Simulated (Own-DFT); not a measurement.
Si₃N₄ (beta silicon nitride, strained, atoms displaced) (calculated)

A calculation, not a measurement: plane-wave PBE density functional theory by an unreviewed code, no spin, of a simulated periodic cell, stress positive in tension, free energy of the whole cell less one offset for each atom, forces on such cells passed a denser k mesh, this cell's mesh not checked; offsets are fitted by least squares, one for each functional and potential file, so energies compare only between cells with the same atoms and settings and are not formation energies; the far tail of each file's local potential was reset to the Coulomb form; each entry is a single point on an unrelaxed cell, so the pressure reflects the starting lattice, mostly measured values (interpolated for alloys), from which strain is counted, and rises with the displacements; printed positions are rounded, which can move forces by about a meV/angstrom; the program, named Own-DFT, is a retired in-house code; no spin-orbit coupling; before rounding, a Quantum ESPRESSO 7.3.1 run of the same cell and cutoff gave forces within 1 meV/angstrom rms on each cell, which checks the program and not the settings. Program: Own-DFT development build.

Settings shared by all entries: functional PBE; potential files PseudoDojo norm-conserving, scalar-relativistic, standard set; wave cutoff 42 hartree; occupations Fermi-Dirac; smearing width 0.1 eV; k mesh 3 x 3 x 3 centred on Gamma.

(1) Si₃N₄ (beta silicon nitride, strained, atoms displaced)

```
cell vectors (Å)
   7.5014    -0.0258    -0.0032
  -3.7730     6.6562     0.1240
  -0.0037     0.1621     8.7214
atoms (fractions of the cell vectors)
Si  0.19402  0.77299  0.08675
Si  0.22498  0.40059  0.08756
Si  0.58858  0.82841  0.08343
Si  0.82567  0.22990  0.25871
Si  0.77127  0.59766  0.25250
Si  0.40370  0.16264  0.25323
N   0.32600  0.01948  0.08647
N   0.95719  0.29678  0.08873
N   0.69507  0.65670  0.07916
N   0.65254  0.95932  0.24135
N   0.01878  0.69152  0.25211
N   0.30045  0.33752  0.24265
N   0.34476  0.66574  0.09371
N   0.65537  0.33094  0.25049
Si  0.18039  0.77418  0.42861
Si  0.21910  0.40421  0.42147
Si  0.59161  0.82216  0.41533
Si  0.82270  0.21958  0.58457
Si  0.76991  0.59340  0.59206
Si  0.40659  0.17232  0.57914
N   0.32781  0.03138  0.41199
N   0.97610  0.32759  0.41809
N   0.69692  0.66347  0.40776
N   0.67074  0.96587  0.58577
N   0.02356  0.69723  0.58656
N   0.31510  0.33616  0.58735
N   0.32656  0.66422  0.42531
N   0.65794  0.32547  0.58425
Si  0.17671  0.77110  0.74854
Si  0.23599  0.40482  0.75462
Si  0.61086  0.84642  0.74946
Si  0.81644  0.23212  0.91506
Si  0.79733  0.61790  0.90299
Si  0.40413  0.16909  0.91135
N   0.32316  0.03447  0.75196
N   0.96238  0.28952  0.74848
N   0.68889  0.66896  0.74973
N   0.66094  0.96725  0.91151
N   0.03580  0.71372  0.91036
N   0.29488  0.32870  0.92246
N   0.33784  0.67044  0.75227
N   0.66482  0.33801  0.91614
```

| Property | Result |
| --- | --- |
| free energy of cell above offsets | -2.431 eV |
| pressure | 9.77 GPa |
| stress xx | -14.75 GPa |
| stress yy | -5.33 GPa |
| stress zz | -9.23 GPa |
| stress yz | 5.54 GPa |
| stress xz | 0.45 GPa |
| stress xy | -5 GPa |

Force:
```csv
element,x (eV/Å),y (eV/Å),z (eV/Å)
Si,-3.244,-2.9,0.601
Si,-0.659,0.893,-2.129
Si,4.339,-1.647,-1.711
Si,-2.676,0.062,-1.706
Si,-1.626,-2.448,-2.895
Si,-1.609,3.323,-3.877
N,0.214,2.789,-0.529
N,1.159,0.433,-1.57
N,-0.539,2.088,-0.833
N,0.78,3.137,3.345
N,4.862,2.43,0.501
N,1.239,-2.134,4.642
N,-3.302,-2.101,-0.701
N,2.327,-0.23,0.628
Si,-1.95,-1.584,-3.2
Si,5.309,1.365,-1.077
Si,0.339,-1.362,-0.214
Si,-1.383,2.56,-0.069
Si,-2.669,-1.817,-2.563
Si,-0.938,-0.007,0.468
N,-0.214,-1.892,3.99
N,-2.758,-3.355,0.575
N,-1.151,1.326,3.935
N,0.184,1.37,-4.344
N,1.43,1.138,0.901
N,-2.477,0.334,-0.908
N,1.16,0.512,0.066
N,2.651,1.327,0.1
Si,1.25,0.375,-0.18
Si,-0.519,0.901,-0.72
Si,-1.475,-4.984,1.931
Si,0.491,-0.155,1.138
Si,-6.413,-4.327,4.174
Si,-0.604,1.872,2.252
N,0.308,-1.561,-1.578
N,1.287,0.765,0.095
N,1.413,0.236,-0.872
N,0.237,2.046,1.464
N,4.709,1.4,1.952
N,0.461,-0.871,-0.264
N,-0.107,-0.027,-0.125
N,0.166,0.726,-0.692
```

(2) Si₃N₄ (beta silicon nitride, strained, atoms displaced)

```
cell vectors (Å)
   7.7310     0.0596    -0.1198
  -3.8139     6.4502     0.0860
  -0.1374     0.0346     8.8935
atoms (fractions of the cell vectors)
Si  0.16822  0.77076  0.07920
Si  0.24049  0.40291  0.07918
Si  0.60414  0.83100  0.08226
Si  0.82775  0.24823  0.25529
Si  0.77453  0.59639  0.25061
Si  0.40352  0.18983  0.24230
N   0.33028  0.03254  0.08808
N   0.98019  0.31426  0.07850
N   0.70147  0.67008  0.08247
N   0.65930  0.95895  0.25321
N   0.03887  0.71076  0.24898
N   0.28919  0.32405  0.24992
N   0.33698  0.66567  0.08632
N   0.65189  0.32455  0.25313
Si  0.18561  0.77436  0.42347
Si  0.23803  0.41404  0.42049
Si  0.59260  0.83226  0.40770
Si  0.82440  0.22756  0.57883
Si  0.75889  0.58601  0.57390
Si  0.40903  0.17073  0.57986
N   0.32618  0.03734  0.41981
N   0.96374  0.29852  0.41751
N   0.69600  0.65680  0.41436
N   0.66290  0.95004  0.57433
N   0.02732  0.68567  0.57774
N   0.30285  0.34271  0.57872
N   0.33641  0.66560  0.41982
N   0.67385  0.33263  0.58077
Si  0.17570  0.78004  0.74925
Si  0.23084  0.40179  0.75283
Si  0.60602  0.82996  0.74768
Si  0.81730  0.21735  0.91172
Si  0.76509  0.58983  0.91596
Si  0.40216  0.17671  0.91381
N   0.32790  0.04026  0.76134
N   0.96710  0.29304  0.74481
N   0.70486  0.66960  0.74653
N   0.66770  0.96020  0.92015
N   0.03280  0.69322  0.91110
N   0.31148  0.33045  0.92128
N   0.34628  0.68379  0.75597
N   0.65251  0.32709  0.91026
```

| Property | Result |
| --- | --- |
| free energy of cell above offsets | -3.630 eV |
| pressure | 2.93 GPa |
| stress xx | 1.94 GPa |
| stress yy | -10.8 GPa |
| stress zz | 0.09 GPa |
| stress yz | 1.07 GPa |
| stress xz | -4.69 GPa |
| stress xy | 3.72 GPa |

Force:
```csv
element,x (eV/Å),y (eV/Å),z (eV/Å)
Si,2.344,-1.016,0.958
Si,-2.468,1.357,0.701
Si,-2.296,-2.323,1.81
Si,0.938,-1.971,-2.507
Si,0.153,0.53,0.053
Si,0.69,-3.486,1.675
N,-0.182,0.619,-1.566
N,-1.781,-1.743,0.386
N,1.241,-0.457,-0.3
N,0.755,4.163,-3.436
N,-0.855,-0.927,0.475
N,-1.088,1.081,0.975
N,-0.133,1.093,-0.386
N,2.138,2.253,-0.417
Si,-1.35,-1.129,-1.302
Si,-1.637,-2.113,-2.409
Si,1.011,-4.019,2.229
Si,0.649,-0.667,0.02
Si,1.863,1.797,2.58
Si,-0.832,1.944,1.718
N,0.498,-0.126,-1.109
N,1.596,0.806,0.19
N,-1.822,1.585,-1.984
N,0.105,3.688,1.469
N,-0.032,1.197,1.084
N,2.178,-1.959,2.981
N,-0.746,2.118,-0.4
N,-1.501,-2.295,0.298
Si,0.894,-2.481,-0.298
Si,-0.393,1.943,-0.797
Si,-1.148,-1.768,-0.031
Si,0.193,3.402,0.881
Si,0.896,0.786,-0.276
Si,1.956,-1.091,3.255
N,-0.043,-0.991,-4.431
N,0.324,-0.539,1.13
N,0.323,-0.064,-0.419
N,0.419,1.099,-2.13
N,-1.665,0.042,0.389
N,-3.299,1.648,-1.038
N,-0.993,-1.934,-0.375
N,3.101,-0.053,0.353
```

(3) Si₃N₄ (beta silicon nitride, strained, atoms displaced)

```
cell vectors (Å)
   7.6920     0.0870    -0.1044
  -3.7707     6.4142     0.0065
  -0.1198    -0.0605     8.8255
atoms (fractions of the cell vectors)
Si  0.17949  0.77831  0.08899
Si  0.22648  0.40253  0.08583
Si  0.60360  0.83100  0.08942
Si  0.82110  0.22877  0.24293
Si  0.77401  0.59422  0.24618
Si  0.40981  0.16353  0.25198
N   0.32381  0.02141  0.08756
N   0.98738  0.30740  0.09163
N   0.69443  0.66844  0.08306
N   0.66502  0.97327  0.24763
N   0.04014  0.71173  0.24789
N   0.28921  0.31884  0.24263
N   0.33093  0.67024  0.08217
N   0.66272  0.33807  0.24493
Si  0.18489  0.78189  0.41590
Si  0.21603  0.39150  0.40879
Si  0.60155  0.81926  0.41700
Si  0.83264  0.23974  0.57509
Si  0.76188  0.58551  0.58005
Si  0.40478  0.16747  0.58717
N   0.33402  0.03762  0.42552
N   0.96789  0.29143  0.41322
N   0.69405  0.65763  0.42218
N   0.67576  0.96379  0.57590
N   0.02734  0.68652  0.58060
N   0.30644  0.34082  0.58921
N   0.33627  0.67410  0.40424
N   0.67837  0.34514  0.58897
Si  0.18157  0.77896  0.75336
Si  0.22793  0.40059  0.75641
Si  0.61426  0.83405  0.75562
Si  0.81457  0.21725  0.92034
Si  0.78096  0.59967  0.91949
Si  0.41027  0.16415  0.92165
N   0.32679  0.03429  0.75019
N   0.97656  0.29680  0.74753
N   0.69326  0.66455  0.75371
N   0.67882  0.96777  0.92592
N   0.03498  0.69608  0.91107
N   0.28747  0.33457  0.91439
N   0.33193  0.66165  0.74923
N   0.66919  0.34215  0.92289
```

| Item | Value |
| --- | --- |
| free energy of cell above offsets | -2.242 eV |
| pressure | 7.85 GPa |
| stress xx | -0.79 GPa |
| stress yy | -20.03 GPa |
| stress zz | -2.73 GPa |
| stress yz | -1.55 GPa |
| stress xz | -3.75 GPa |
| stress xy | 3.58 GPa |

Force:
```csv
element,x (eV/Å),y (eV/Å),z (eV/Å)
Si,0.263,-5.725,-1.849
Si,2.433,2.279,-2.015
Si,-2.947,-2.771,-0.97
Si,1.281,2.188,0.749
Si,-0.547,2.236,1.177
Si,-2.02,2.43,0.653
N,1.048,4.797,-1.004
N,-6.242,-2.968,-0.983
N,2.193,-0.41,0.129
N,0.311,-0.785,1.583
N,-2.037,-0.679,0.585
N,1.862,-1.049,2.395
N,1.678,0.748,0.254
N,1.833,-2.394,0.152
Si,-0.488,-3.557,1.397
Si,2.522,2.395,1.467
Si,-2.688,-0.402,-0.909
Si,0.7,-0.742,1.982
Si,0.914,4.746,2.523
Si,-0.392,4.57,0.975
N,0.452,0.353,-2.388
N,-1.578,-0.409,-0.746
N,0.567,0.408,-3.553
N,-0.277,1.932,2.353
N,0.179,1.618,-0.151
N,0.513,-1.475,-1.755
N,0.774,-1.211,0.416
N,-0.523,-6.695,-0.132
Si,0.655,-4.451,-1.693
Si,-0.52,1.359,-3.092
Si,-3.467,-1.841,-2.169
Si,2.61,5.801,-0.978
Si,-1.358,1.45,-0.897
Si,-2.541,3.216,-0.074
N,0.918,0.816,1.054
N,-3.119,-1.79,0.723
N,2.638,-0.628,-0.456
N,-0.658,-1.206,-0.804
N,-0.549,0.899,1.885
N,4.325,-3.012,3.848
N,0.365,3.665,0.228
N,0.918,-3.71,0.089
```
